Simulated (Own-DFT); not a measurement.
Simulation results for Si₇Ge (layered order of Si and Ge on the diamond lattice, atoms displaced)

Computed with Own-DFT development build. A calculation, not a measurement: plane-wave PBEsol density functional theory by an unreviewed code, no spin, of a simulated periodic cell, stress positive in tension, free energy of the whole cell less one offset for each atom, forces on such cells passed a denser k mesh, this cell's mesh not checked; offsets are fitted by least squares, one for each functional and potential file, so energies compare only between cells with the same atoms and settings and are not formation energies; the far tail of each file's local potential was reset to the Coulomb form; each entry is a single point on an unrelaxed cell, so the pressure reflects the starting lattice, mostly measured values, from which strain is counted, and rises with the displacements; printed positions are rounded, which can move forces by about a meV/angstrom; the program is a retired in-house code; no spin-orbit coupling.

Common to all runs: functional PBEsol; potential files PseudoDojo norm-conserving, scalar-relativistic, made for PBE, standard set; wave cutoff 42 hartree; occupations Fermi-Dirac; smearing width 0.1 eV; hardware one NVIDIA H100; k mesh 3 x 3 x 3 centred on Gamma.

(1) Si₇Ge (layered order of Si and Ge on the diamond lattice, atoms displaced)

```
CELL_PARAMETERS angstrom
10.91870 0.00000 0.00000
0.00000 10.91870 0.00000
0.00000 0.00000 10.91870
ATOMIC_POSITIONS crystal
Ge 0.00288 0.99498 0.99807
Si 0.00038 0.25128 0.24906
Si 0.25288 0.00031 0.24926
Ge 0.24833 0.24822 0.99918
Si 0.12785 0.12566 0.11783
Si 0.12644 0.37595 0.37549
Si 0.37132 0.12387 0.37939
Si 0.37275 0.37390 0.12746
Si 0.99899 0.99681 0.50091
Si 0.00387 0.24772 0.74931
Si 0.24521 0.00141 0.75131
Si 0.25163 0.24835 0.49902
Si 0.12820 0.12968 0.62186
Si 0.11836 0.36971 0.87384
Si 0.37010 0.12845 0.87618
Si 0.37665 0.37905 0.62341
Ge 0.99646 0.50123 0.99635
Si 0.99777 0.74645 0.24922
Si 0.25102 0.49940 0.24881
Ge 0.24438 0.74816 0.00201
Si 0.12274 0.62425 0.12760
Si 0.12630 0.87347 0.37017
Si 0.37327 0.62216 0.37449
Si 0.37372 0.87342 0.12660
Si 0.99900 0.50368 0.49844
Si 0.99906 0.74804 0.74981
Si 0.25279 0.50253 0.74925
Si 0.25201 0.74559 0.50109
Si 0.12207 0.62389 0.62530
Si 0.12082 0.87006 0.87604
Si 0.37356 0.62426 0.87370
Si 0.37266 0.87463 0.62607
Ge 0.50082 0.99770 0.00219
Si 0.50530 0.25516 0.25229
Si 0.75231 0.00253 0.25645
Ge 0.74841 0.24820 0.00124
Si 0.62955 0.12795 0.13278
Si 0.62185 0.37544 0.37862
Si 0.87223 0.12451 0.37698
Si 0.87306 0.37639 0.12850
Si 0.50072 0.99790 0.49708
Si 0.49815 0.25032 0.74826
Si 0.74815 0.00567 0.74756
Si 0.74741 0.24816 0.50293
Si 0.62628 0.12547 0.62605
Si 0.62745 0.36981 0.87415
Si 0.87505 0.12854 0.87975
Si 0.87357 0.37231 0.62403
Ge 0.50019 0.50303 0.00386
Si 0.50379 0.74857 0.25282
Si 0.74905 0.49915 0.24987
Ge 0.74852 0.74970 0.00647
Si 0.62461 0.62257 0.12462
Si 0.62709 0.87866 0.38021
Si 0.87377 0.62248 0.37840
Si 0.87425 0.87031 0.12600
Si 0.50631 0.49571 0.49968
Si 0.50015 0.74916 0.74937
Si 0.74861 0.49912 0.75197
Si 0.75236 0.74845 0.49636
Si 0.62677 0.62496 0.62298
Si 0.62163 0.87848 0.87654
Si 0.87502 0.62431 0.87888
Si 0.87318 0.87678 0.61988
```

* free energy of cell above offsets: -5.277 eV
* pressure: 0.76 GPa
* stress xx: -0.76 GPa
* stress yy: -0.75 GPa
* stress zz: -0.76 GPa
* stress yz: -0.48 GPa
* stress xz: 0.18 GPa
* stress xy: 0.21 GPa
* wall time: 327.1 s

Force:
| element | x (eV/Å) | y (eV/Å) | z (eV/Å) |
| --- | --- | --- | --- |
| Ge | -0.748 | 0.389 | 0.398 |
| Si | 0.084 | -0.376 | 0.064 |
| Si | -0.439 | 0.208 | -0.148 |
| Ge | 0.128 | 0.96 | -0.073 |
| Si | -0.562 | -0.546 | 1.514 |
| Si | -0.16 | -0.03 | -0.076 |
| Si | 0.947 | 0.092 | -0.85 |
| Si | 0.39 | -0.017 | 0.027 |
| Si | 0.607 | 0.565 | -0.487 |
| Si | -0.914 | -0.11 | -0.307 |
| Si | 0.188 | -0.226 | 0.008 |
| Si | 0.009 | 0.896 | 0.196 |
| Si | -0.507 | -0.895 | 0.19 |
| Si | 1.028 | 0.958 | -0.281 |
| Si | 0.833 | -0.753 | -0.657 |
| Si | -0.098 | -0.431 | 0.042 |
| Ge | 0.501 | -0.556 | 0.835 |
| Si | 0.01 | 0.115 | 0.415 |
| Si | -0.319 | 0 | 0.15 |
| Ge | 0.617 | 0.023 | -0.091 |
| Si | -0.087 | -0.482 | 0.066 |
| Si | -0.047 | -0.125 | 0.479 |
| Si | 0.742 | -0.049 | 0.198 |
| Si | 0.319 | -0.3 | 0.333 |
| Si | 0.101 | -0.933 | 0.414 |
| Si | -0.524 | 0.181 | -0.172 |
| Si | -0.812 | -0.657 | 0.112 |
| Si | -0.465 | 0.419 | -0.167 |
| Si | 0.387 | 0.113 | 0.045 |
| Si | 0.486 | 0.187 | -0.96 |
| Si | 0.229 | 0.352 | 0.074 |
| Si | 0.187 | 0.135 | -0.01 |
| Ge | -0.415 | 0.987 | 0.393 |
| Si | -1.106 | -0.704 | 0.086 |
| Si | -0.044 | -0.639 | -0.665 |
| Ge | 0.29 | 0.369 | 0.453 |
| Si | -0.55 | -0.604 | -0.146 |
| Si | 1.186 | -0.212 | -0.378 |
| Si | 0.792 | 0.403 | 0.243 |
| Si | 0.184 | -0.146 | -0.171 |
| Si | -0.391 | 0.396 | 0.953 |
| Si | -0.076 | -0.061 | 0.16 |
| Si | 0.504 | -0.645 | 0.671 |
| Si | 0.154 | 0.249 | -0.418 |
| Si | -0.886 | -0.057 | -0.295 |
| Si | -0.728 | 0.637 | -0.161 |
| Si | 0.348 | -0.675 | -1.011 |
| Si | 0.325 | 0.394 | 0.238 |
| Ge | -0.287 | -0.913 | -0.78 |
| Si | -0.312 | 0.216 | -0.011 |
| Si | -0.189 | 0.014 | 0.466 |
| Ge | -0.229 | 0.08 | -1.002 |
| Si | 0.101 | 0.324 | 1.023 |
| Si | 0.026 | -0.64 | -0.759 |
| Si | 0.019 | 0.162 | -0.89 |
| Si | 0.169 | 0.891 | 0.756 |
| Si | -0.987 | 1.012 | 0.196 |
| Si | -0.05 | 0.143 | 0.046 |
| Si | 0.318 | 0.006 | -0.153 |
| Si | -0.326 | 0.25 | 0.51 |
| Si | 0.024 | 0.031 | 0.254 |
| Si | 0.748 | -0.534 | -0.796 |
| Si | -0.651 | 0.52 | -1.021 |
| Si | -0.069 | -0.357 | 0.926 |

(2) Si₇Ge (layered order of Si and Ge on the diamond lattice, atoms displaced)

```
CELL_PARAMETERS angstrom
10.91870 0.00000 0.00000
0.00000 10.91870 0.00000
0.00000 0.00000 10.91870
ATOMIC_POSITIONS crystal
Ge 0.00040 0.99667 0.99969
Si 0.99921 0.24536 0.25694
Si 0.25017 0.99608 0.25322
Ge 0.25197 0.24845 0.99983
Si 0.12951 0.12605 0.12543
Si 0.12501 0.37653 0.37217
Si 0.37178 0.12906 0.37361
Si 0.37747 0.37599 0.12569
Si 0.99576 0.00325 0.49886
Si 0.99995 0.24874 0.74959
Si 0.24747 0.99820 0.75440
Si 0.24633 0.24973 0.49692
Si 0.12458 0.12913 0.62848
Si 0.12345 0.37515 0.87694
Si 0.37877 0.12254 0.87343
Si 0.37637 0.37497 0.62445
Ge 0.99921 0.49692 0.99803
Si 0.99633 0.74451 0.25031
Si 0.24669 0.49531 0.25343
Ge 0.24656 0.74855 0.00333
Si 0.12474 0.62139 0.12693
Si 0.12301 0.87640 0.37487
Si 0.37629 0.62768 0.37063
Si 0.37323 0.87288 0.13021
Si 0.99688 0.50185 0.49964
Si 0.99882 0.74962 0.75033
Si 0.24784 0.49882 0.75204
Si 0.24453 0.75107 0.49086
Si 0.13204 0.63436 0.62355
Si 0.12593 0.87897 0.87731
Si 0.37645 0.62370 0.87537
Si 0.37560 0.87750 0.62483
Ge 0.50199 0.00080 0.99528
Si 0.50253 0.25161 0.25308
Si 0.74624 0.99718 0.25178
Ge 0.75098 0.24738 0.99904
Si 0.62283 0.12226 0.12635
Si 0.62774 0.37436 0.37471
Si 0.87749 0.12207 0.37016
Si 0.87951 0.37787 0.12614
Si 0.49885 0.00036 0.50097
Si 0.50468 0.25267 0.75045
Si 0.74894 0.99676 0.74897
Si 0.74924 0.25317 0.50356
Si 0.62741 0.12271 0.62818
Si 0.62400 0.37300 0.87438
Si 0.87344 0.12682 0.87144
Si 0.87694 0.37268 0.62327
Ge 0.50365 0.49837 0.99805
Si 0.49823 0.74674 0.24451
Si 0.75072 0.50069 0.24439
Ge 0.75061 0.75024 0.99837
Si 0.62671 0.61904 0.12937
Si 0.62485 0.87879 0.37551
Si 0.87917 0.62523 0.37100
Si 0.87308 0.87279 0.12734
Si 0.50378 0.49517 0.50418
Si 0.50099 0.75107 0.75308
Si 0.74651 0.49834 0.74826
Si 0.74485 0.75121 0.49866
Si 0.62452 0.62303 0.62532
Si 0.62353 0.87550 0.87789
Si 0.87765 0.62154 0.87628
Si 0.87617 0.87344 0.62358
```

- free energy of cell above offsets: -5.223 eV
- pressure: 0.75 GPa
- stress xx: -0.76 GPa
- stress yy: -0.75 GPa
- stress zz: -0.73 GPa
- stress yz: 0.77 GPa
- stress xz: 0.52 GPa
- stress xy: 0.08 GPa
- wall time: 329.8 s

Force:
| element | x (eV/Å) | y (eV/Å) | z (eV/Å) |
| --- | --- | --- | --- |
| Ge | -0.39 | 0.87 | 0.441 |
| Si | 0.619 | 0.712 | -1.238 |
| Si | 0.008 | 0.596 | -0.228 |
| Ge | 0.333 | 0.209 | -0.115 |
| Si | -0.605 | -0.462 | 0.579 |
| Si | -0.749 | -0.368 | 0.913 |
| Si | 0.383 | -0.561 | 0.216 |
| Si | -0.156 | -0.114 | 0.392 |
| Si | 0.689 | -0.243 | 0.437 |
| Si | -0.054 | 0.486 | 0.235 |
| Si | 0.507 | 0.477 | -0.702 |
| Si | 0.279 | 0.372 | 0.49 |
| Si | 0.097 | -0.732 | -0.46 |
| Si | 0.236 | -0.48 | -0.701 |
| Si | -0.391 | 0.576 | -0.645 |
| Si | -0.474 | -0.35 | 0.178 |
| Ge | 0.392 | 0.421 | 0.445 |
| Si | 0.855 | 0.91 | -0.436 |
| Si | 0.894 | 0.674 | -0.704 |
| Ge | 0.412 | 0.028 | -0.238 |
| Si | -0.237 | -0.11 | 0.309 |
| Si | -0.802 | 0.019 | -0.237 |
| Si | -0.139 | -0.835 | 0.679 |
| Si | 0.228 | 0.338 | -0.661 |
| Si | 0.852 | 0.14 | 0.234 |
| Si | 0.467 | 0.205 | 0.128 |
| Si | 0.328 | 0.278 | -0.382 |
| Si | 1.33 | 0.353 | 0.573 |
| Si | -0.927 | -1.125 | 0.242 |
| Si | -0.318 | -1.06 | -0.499 |
| Si | -0.297 | 0.165 | -0.196 |
| Si | -0.51 | -0.587 | -0.041 |
| Ge | -0.621 | -0.334 | 1.166 |
| Si | -0.295 | -0.178 | -0.393 |
| Si | 0.524 | 0.342 | -0.458 |
| Ge | -0.023 | 0.379 | 0.524 |
| Si | 0.239 | 0.313 | 0.288 |
| Si | 0.174 | 0.297 | 0.059 |
| Si | -1.291 | 0.183 | 0.867 |
| Si | -0.445 | -1.058 | 0.381 |
| Si | -0.056 | 0.602 | -0.14 |
| Si | -0.654 | -0.596 | -0.31 |
| Si | 0.322 | -0.039 | 0.236 |
| Si | 0.314 | -0.906 | -0.607 |
| Si | -0.266 | 0.266 | -0.42 |
| Si | 0.567 | 0.101 | -0.16 |
| Si | 0.207 | -0.739 | -0.124 |
| Si | -0.145 | 0.475 | 0.373 |
| Ge | -0.329 | 0.177 | 0.316 |
| Si | 0.702 | 0.39 | 0.592 |
| Si | 0.536 | -0.449 | 1.088 |
| Ge | -0.111 | -0.478 | 0.385 |
| Si | -0.266 | 0.896 | -0.779 |
| Si | -0.76 | -0.755 | -0.045 |
| Si | -1.364 | -0.287 | 0.746 |
| Si | 0.089 | 0.08 | 0.245 |
| Si | -0.49 | 0.699 | -0.819 |
| Si | -0.229 | -0.13 | -0.443 |
| Si | 0.707 | -0.07 | 0.214 |
| Si | 0.706 | -0.349 | -0.073 |
| Si | -0.064 | 0.446 | 0.101 |
| Si | 0.478 | -0.282 | -0.877 |
| Si | -0.625 | 0.221 | -0.892 |
| Si | -0.389 | -0.019 | -0.046 |

(3) Si₇Ge (layered order of Si and Ge on the diamond lattice, atoms displaced)

```
CELL_PARAMETERS angstrom
10.91870 0.00000 0.00000
0.00000 10.91870 0.00000
0.00000 0.00000 10.91870
ATOMIC_POSITIONS crystal
Ge 0.00332 0.00158 0.99826
Si 0.99964 0.25457 0.24749
Si 0.24965 0.99872 0.25125
Ge 0.24711 0.25104 0.00114
Si 0.12258 0.12865 0.13389
Si 0.12254 0.37703 0.37044
Si 0.37190 0.12629 0.37181
Si 0.37159 0.37245 0.12552
Si 0.99718 0.00220 0.50495
Si 0.99923 0.25036 0.74896
Si 0.24986 0.00120 0.74958
Si 0.25300 0.24876 0.49944
Si 0.11979 0.12219 0.63007
Si 0.12196 0.36815 0.87696
Si 0.37766 0.12575 0.87730
Si 0.37285 0.36824 0.61532
Ge 0.99641 0.49657 0.00245
Si 0.99816 0.74944 0.24991
Si 0.25054 0.50020 0.24490
Ge 0.25182 0.75132 0.99917
Si 0.12299 0.62448 0.12054
Si 0.12567 0.87300 0.36918
Si 0.37628 0.62466 0.37559
Si 0.37754 0.87183 0.11913
Si 0.00007 0.49866 0.50009
Si 0.00519 0.75237 0.75132
Si 0.25610 0.49751 0.74765
Si 0.25007 0.74759 0.50130
Si 0.12775 0.62619 0.62343
Si 0.12488 0.87284 0.87515
Si 0.37172 0.62715 0.87729
Si 0.37441 0.87658 0.62471
Ge 0.50380 0.99578 0.99560
Si 0.50472 0.24727 0.24892
Si 0.74249 0.00006 0.24989
Ge 0.75318 0.25199 0.99946
Si 0.62104 0.12548 0.12402
Si 0.62498 0.37384 0.37363
Si 0.87014 0.12540 0.37616
Si 0.87501 0.37681 0.12599
Si 0.50087 0.00227 0.50295
Si 0.50185 0.24659 0.75287
Si 0.74971 0.99509 0.74575
Si 0.75127 0.25138 0.49736
Si 0.62692 0.11979 0.62780
Si 0.62373 0.37356 0.87416
Si 0.87813 0.12784 0.87684
Si 0.87404 0.38057 0.62899
Ge 0.50181 0.50259 0.00200
Si 0.50129 0.75336 0.24963
Si 0.74857 0.50076 0.24812
Ge 0.74652 0.74992 0.00240
Si 0.62348 0.62645 0.12261
Si 0.62468 0.87291 0.37133
Si 0.87900 0.62207 0.37796
Si 0.87095 0.87143 0.12146
Si 0.49902 0.50241 0.49689
Si 0.49991 0.75075 0.75447
Si 0.74742 0.50087 0.75206
Si 0.75348 0.74639 0.49954
Si 0.62681 0.62213 0.62545
Si 0.62659 0.87539 0.87524
Si 0.87445 0.62414 0.87138
Si 0.87249 0.87593 0.62601
```

- free energy of cell above offsets: -5.150 eV
- pressure: 0.78 GPa
- stress xx: -0.8 GPa
- stress yy: -0.81 GPa
- stress zz: -0.73 GPa
- stress yz: -0.55 GPa
- stress xz: -0.25 GPa
- stress xy: -0.14 GPa
- wall time: 320.6 s

Force:
| element | x (eV/Å) | y (eV/Å) | z (eV/Å) |
| --- | --- | --- | --- |
| Ge | -0.228 | -0.146 | 0.66 |
| Si | -0.709 | -0.408 | 0.761 |
| Si | 0.299 | -0.071 | -0.604 |
| Ge | 0.228 | -0.715 | 0.192 |
| Si | 0.404 | -0.594 | -0.542 |
| Si | 0.618 | -0.105 | 0.546 |
| Si | 0.755 | -0.322 | 0.322 |
| Si | 0.867 | 0.178 | 0.31 |
| Si | 0.128 | -0.44 | -0.952 |
| Si | -0.287 | 0.133 | 0.075 |
| Si | 0.086 | -0.141 | 0.378 |
| Si | -1.638 | -0.537 | -0.571 |
| Si | 0.76 | 0.5 | -0.582 |
| Si | 0.273 | 1.076 | -0.869 |
| Si | -0.539 | -0.198 | -0.388 |
| Si | 1.131 | 0.833 | 1.255 |
| Ge | 0.321 | 0.369 | -0.834 |
| Si | -0.031 | -0.166 | -0.369 |
| Si | -0.173 | 0.301 | 0.476 |
| Ge | -0.718 | -0.238 | 0.09 |
| Si | 0.139 | 0.206 | 0.726 |
| Si | -0.296 | 0.148 | 1.096 |
| Si | -0.31 | 0.265 | -0.551 |
| Si | -0.106 | 0.662 | 1.118 |
| Si | 0.355 | 0.039 | 0.304 |
| Si | -0.738 | -0.439 | -0.471 |
| Si | -0.708 | -0.27 | 0.172 |
| Si | 0.166 | 0.533 | -0.499 |
| Si | -0.209 | -0.512 | 0.401 |
| Si | 0.513 | 0.63 | -0.305 |
| Si | 0.645 | -0.565 | -0.773 |
| Si | 0.138 | -0.225 | 0.108 |
| Ge | -0.439 | 0.597 | 0.42 |
| Si | -0.993 | 0.44 | 0.108 |
| Si | 0.828 | 0.015 | -0.331 |
| Ge | -0.477 | -0.204 | 0.227 |
| Si | 0.625 | -0.19 | -0.129 |
| Si | 0 | 0.316 | 0.047 |
| Si | 0.599 | -0.111 | -0.488 |
| Si | -0.449 | -0.138 | 0.536 |
| Si | -0.255 | -0.324 | -0.731 |
| Si | -0.255 | 0.236 | -0.749 |
| Si | 0.307 | 0.659 | 1.12 |
| Si | -0.274 | 0.109 | 0.89 |
| Si | 0.041 | 0.848 | -0.37 |
| Si | 0.078 | 0.263 | -0.084 |
| Si | -0.457 | -0.594 | -0.99 |
| Si | -0.037 | -0.58 | -0.462 |
| Ge | -0.685 | -0.573 | -0.315 |
| Si | -0.407 | -0.647 | -0.174 |
| Si | 0.132 | 0.156 | 0.294 |
| Ge | 0.384 | -0.356 | -0.86 |
| Si | 0.078 | -0.028 | 1.129 |
| Si | 0.042 | 0.216 | 1.069 |
| Si | -0.427 | 0.073 | -0.534 |
| Si | 0.471 | 0.893 | 0.934 |
| Si | 0.278 | -0.618 | 0.282 |
| Si | -0.067 | -0.126 | -0.553 |
| Si | 0.034 | -0.167 | -0.015 |
| Si | -0.381 | 0.264 | -0.059 |
| Si | -0.466 | 0.49 | -0.031 |
| Si | 0.288 | -0.36 | -0.81 |
| Si | 0.136 | 0.335 | 0.163 |
| Si | 0.614 | -0.675 | -0.214 |

(4) Si₇Ge (layered order of Si and Ge on the diamond lattice, atoms displaced)

```
CELL_PARAMETERS angstrom
10.91870 0.00000 0.00000
0.00000 10.91870 0.00000
0.00000 0.00000 10.91870
ATOMIC_POSITIONS crystal
Ge 0.00152 0.00017 0.00005
Si 0.00220 0.24926 0.25302
Si 0.24878 0.99603 0.24946
Ge 0.24649 0.25071 0.99706
Si 0.12447 0.12230 0.12617
Si 0.12614 0.37152 0.37192
Si 0.37570 0.12043 0.38059
Si 0.37408 0.37304 0.12044
Si 0.00124 0.99598 0.50046
Si 0.00216 0.24474 0.74907
Si 0.24880 0.00104 0.74631
Si 0.25068 0.25290 0.50231
Si 0.12527 0.12801 0.62495
Si 0.12726 0.37942 0.86791
Si 0.37244 0.12662 0.88086
Si 0.38110 0.37300 0.62638
Ge 0.00476 0.49660 0.00057
Si 0.00288 0.74613 0.24957
Si 0.24443 0.49723 0.24200
Ge 0.25095 0.74567 0.00118
Si 0.12909 0.62673 0.12712
Si 0.12637 0.88496 0.37226
Si 0.37615 0.62464 0.37668
Si 0.37526 0.87652 0.12958
Si 0.99844 0.49798 0.50259
Si 0.99877 0.74939 0.74790
Si 0.25169 0.49809 0.74709
Si 0.24927 0.75188 0.49792
Si 0.12423 0.62494 0.62779
Si 0.13095 0.87889 0.87588
Si 0.37296 0.62740 0.87429
Si 0.37003 0.87037 0.62619
Ge 0.49611 0.99897 0.00082
Si 0.50440 0.24943 0.24859
Si 0.75151 0.00049 0.24891
Ge 0.74842 0.24524 0.99864
Si 0.62895 0.12120 0.12612
Si 0.62650 0.37595 0.37539
Si 0.87413 0.12450 0.37885
Si 0.87786 0.37475 0.12724
Si 0.49878 0.00426 0.50191
Si 0.50236 0.24518 0.75445
Si 0.75530 0.00104 0.74468
Si 0.75105 0.25053 0.49679
Si 0.62868 0.12316 0.62691
Si 0.62463 0.37450 0.87439
Si 0.87789 0.12329 0.87506
Si 0.87707 0.37631 0.62659
Ge 0.50036 0.49995 0.00241
Si 0.49837 0.75254 0.25076
Si 0.74426 0.50131 0.24770
Ge 0.75296 0.74855 0.99940
Si 0.62651 0.62982 0.12239
Si 0.62430 0.87362 0.37485
Si 0.87264 0.62281 0.37206
Si 0.87270 0.87238 0.12507
Si 0.50035 0.49792 0.50205
Si 0.50037 0.74983 0.74459
Si 0.75123 0.49761 0.75386
Si 0.74845 0.75224 0.50361
Si 0.62319 0.62231 0.62692
Si 0.62648 0.87251 0.87665
Si 0.87778 0.62397 0.87308
Si 0.87377 0.87074 0.62465
```

- free energy of cell above offsets: -5.396 eV
- pressure: 0.7 GPa
- stress xx: -0.73 GPa
- stress yy: -0.67 GPa
- stress zz: -0.69 GPa
- stress yz: 0.25 GPa
- stress xz: 0.33 GPa
- stress xy: 0.34 GPa
- wall time: 323.5 s

Force:
| element | x (eV/Å) | y (eV/Å) | z (eV/Å) |
| --- | --- | --- | --- |
| Ge | -0.216 | -0.461 | 0.152 |
| Si | -0.428 | -0.444 | -0.208 |
| Si | 0.617 | 1.133 | -0.083 |
| Ge | -0.318 | 0.16 | 0.276 |
| Si | 0.119 | 0.433 | 0.393 |
| Si | -0.054 | 0.615 | 0.604 |
| Si | -0.361 | 0.891 | -0.934 |
| Si | 0.136 | -0.159 | 0.876 |
| Si | -0.329 | 0.628 | 0.341 |
| Si | -0.311 | 0.847 | 0.272 |
| Si | 0.448 | 0.238 | 0.447 |
| Si | 0.269 | -0.228 | -0.293 |
| Si | 0.023 | -0.535 | -0.455 |
| Si | -0.34 | -0.808 | -0.029 |
| Si | 0.071 | -0.467 | -1.24 |
| Si | -0.321 | -0.219 | 0.192 |
| Ge | -0.214 | 0.534 | -0.014 |
| Si | -0.302 | 0.701 | 0.324 |
| Si | 1.136 | -0.063 | 1.07 |
| Ge | 0.184 | 0.965 | 0.045 |
| Si | -0.788 | -0.245 | -0.216 |
| Si | -0.458 | -1.677 | 0.3 |
| Si | -0.432 | -0.378 | -0.465 |
| Si | -0.231 | -0.526 | -0.22 |
| Si | 0.379 | 0.274 | -0.629 |
| Si | 0.485 | 0.327 | 0.623 |
| Si | 0.443 | 0.509 | -0.078 |
| Si | -0.449 | -0.234 | -0.116 |
| Si | 0.143 | -0.032 | -0.667 |
| Si | -0.624 | -0.61 | -0.52 |
| Si | 0.616 | -0.55 | -0.663 |
| Si | 0.597 | 0.744 | -0.361 |
| Ge | 0.598 | -0.034 | 0.094 |
| Si | -0.609 | -0.184 | 0.259 |
| Si | 0.083 | -0.408 | 0.53 |
| Ge | 0.472 | 0.555 | 0.132 |
| Si | -0.614 | 0.119 | 0.117 |
| Si | -0.293 | -0.081 | -0.122 |
| Si | 0.394 | -0.243 | -0.432 |
| Si | -0.495 | -0.25 | 0.166 |
| Si | 0.35 | -1.168 | 0.438 |
| Si | -0.09 | 0.115 | -0.178 |
| Si | -0.268 | -0.437 | 0.922 |
| Si | -0.089 | 0.199 | 0.737 |
| Si | -0.25 | 0.462 | -0.395 |
| Si | 0 | -0.078 | 0.015 |
| Si | -0.173 | 0.05 | -0.519 |
| Si | -0.292 | -0.642 | 0.049 |
| Ge | -0.035 | 0.306 | -0.506 |
| Si | 0.293 | -0.46 | 0.071 |
| Si | 0.582 | -0.067 | -0.086 |
| Ge | 0.029 | -0.003 | -0.369 |
| Si | -0.55 | -0.255 | 0.711 |
| Si | 0 | 0.584 | 0.238 |
| Si | 0.061 | 0.164 | 0.551 |
| Si | 0.726 | 0.188 | 0.506 |
| Si | 0.124 | 0.181 | -0.327 |
| Si | -0.117 | 0.033 | 0.866 |
| Si | -0.09 | 0.216 | -0.368 |
| Si | -0.137 | -0.754 | -0.649 |
| Si | 0.507 | -0.063 | -0.126 |
| Si | -0.142 | 0.433 | -0.98 |
| Si | 0.086 | -0.191 | 0.028 |
| Si | 0.451 | 0.35 | -0.096 |
